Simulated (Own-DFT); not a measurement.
# Response to strain: 4H SiC, 72 atoms (C36Si36)

Calculated, not measured: single-point runs of Own-DFT, a retired in-house plane-wave DFT program that no person has reviewed, on unrelaxed cells, without spin or spin-orbit coupling.

Method: PBE; PseudoDojo norm-conserving scalar-relativistic files; cutoff 42 hartree; 4 x 4 x 3 k mesh centred on Gamma; Fermi-Dirac smearing of 0.1 eV.

Caveats: forces on such cells passed a denser k mesh, each cell not checked; stress not checked against mesh or cutoff.

Unstrained cell vectors in Å: (9.248, 0.000, 0.000); (-4.624, 8.009, 0.000); (0.000, 0.000, 10.068). The unstrained cell has measured lattice constants (interpolated for alloys), not those of this functional. That, the random moves and any unrelaxed bonds set the pressure at no strain. A uniform strain is put on this cell, atoms riding along. Each atom got a random Gaussian move of width 0.05 Å along each axis. Stress is counted positive in tension, P = -(s_xx + s_yy + s_zz)/3, and strain components are those of the symmetric tensor.

```
run,e_xx (%),e_yy (%),e_zz (%),e_yz (%),e_xz (%),e_xy (%),s_xx (GPa),s_yy (GPa),s_zz (GPa),s_yz (GPa),s_xz (GPa),s_xy (GPa),P (GPa),E (meV/atom)
1,0.34,1.81,1.72,-1.17,1.29,1.13,0.20,4.87,4.13,-3.42,3.50,2.91,-3.07,10.0
2,-1.91,-0.47,0.62,-0.42,0.32,-1.15,-16.32,-10.70,-2.71,-1.97,-0.61,-5.60,9.91,39.1
3,-1.49,-0.90,1.76,-1.24,0.44,0.13,-11.09,-13.02,3.34,-3.27,1.73,0.92,6.92,21.3
4,0.55,-1.70,-1.72,0.47,-1.96,2.00,-4.11,-16.24,-20.21,1.84,-7.39,9.11,13.52,74.0
5,1.62,1.52,-0.68,0.24,1.17,-1.60,4.90,3.75,-7.57,0.85,3.97,-5.66,-0.36,2.8
6,-0.84,1.48,1.47,-0.51,-1.48,0.76,-5.49,1.30,1.64,-1.12,-4.26,3.50,0.85,22.4
7,1.06,0.21,-1.37,0.53,0.70,1.84,-0.72,-4.60,-14.52,1.24,2.96,9.71,6.61,47.0
8,1.85,-0.72,-1.02,-0.44,-0.32,-1.68,3.25,-6.79,-15.06,-2.49,-0.71,-7.09,6.20,55.1
9,-1.67,0.62,0.52,1.18,-0.20,-0.16,-11.96,-5.04,-4.40,4.77,-0.70,-1.34,7.13,34.1
10,-1.43,-0.69,-0.81,0.67,-1.42,-1.65,-12.94,-11.52,-13.37,3.50,-3.92,-7.81,12.61,38.6
11,-1.52,1.54,-1.10,-1.96,-1.04,-0.39,-12.21,0.96,-12.47,-6.89,-4.77,-1.96,7.91,24.9
12,0.68,1.79,0.35,1.83,0.19,-1.60,0.95,5.40,-2.17,5.88,0.62,-5.45,-1.39,0.0
13,-1.88,-0.36,-0.18,0.15,-1.36,-0.88,-16.76,-9.79,-7.45,0.67,-5.21,-5.38,11.34,28.3
14,-0.13,0.89,-0.12,-1.69,-0.76,-0.21,-5.06,0.70,-7.83,-6.67,-2.53,-1.98,4.06,17.6
15,-1.11,-0.03,-1.03,-1.46,-0.13,1.78,-13.00,-6.75,-11.99,-5.36,-1.49,8.25,10.58,25.1
16,0.35,1.77,0.51,1.78,-1.37,0.24,-1.25,4.40,-2.29,6.00,-4.27,1.89,-0.29,17.1
17,-0.76,1.19,-1.01,0.49,-0.95,-0.54,?,?,?,?,?,?,?,?
```

The last column gives the free energy per atom over the lowest of the runs shown.

## What the rows give

Regress every stress component on the fractional strains (shears doubled) of the visible runs, with a constant. Shear strains stay in the fit of a normal stress only where such slopes are resolved. The slopes, in GPa:

| stress | at no strain | per e_xx | per e_yy | per e_zz | scatter |
|---|---|---|---|---|---|
| s_xx | -4.8 | 546 ± 20 | 87 ± 23 | 109 ± 25 | 0.91 |
| s_yy | -6.0 | 112 ± 19 | 574 ± 22 | 5 ± 23 | 0.86 |
| s_zz | -7.2 | -7 ± 28 | 110 ± 32 | 585 ± 34 | 1.24 |

The slope of each shear stress on twice its own strain, from a fit on all six strains: yz 179 ± 8, xz 157 ± 12, xy 224 ± 11 GPa. These are stiffnesses along x, y and z of the frame in which the cell vectors are given, with the crystal's c axis along z: C11, C12, C13 and C33. Hexagonal symmetry asks that xx and yy behave alike, which is a second check on the noise. No internal relaxation is included, and where it is allowed it would reduce some of the slopes. The table should be nearly symmetric about its diagonal, and what it lacks of that shows the noise. A ninth of the table's sum, 236 ± 5 GPa, estimates the bulk modulus near the mean pressure of these runs, 5.8 GPa, so it lies above the value at zero pressure.

## Check

The question: what normal stresses and pressure should run 17 give?

From the fit: s_xx = -9.0, s_yy = 0.0, s_zz = -11.7 and P = 6.9 GPa. Computed: -7.72, -1.46, -10.25 and P = 6.48 GPa.
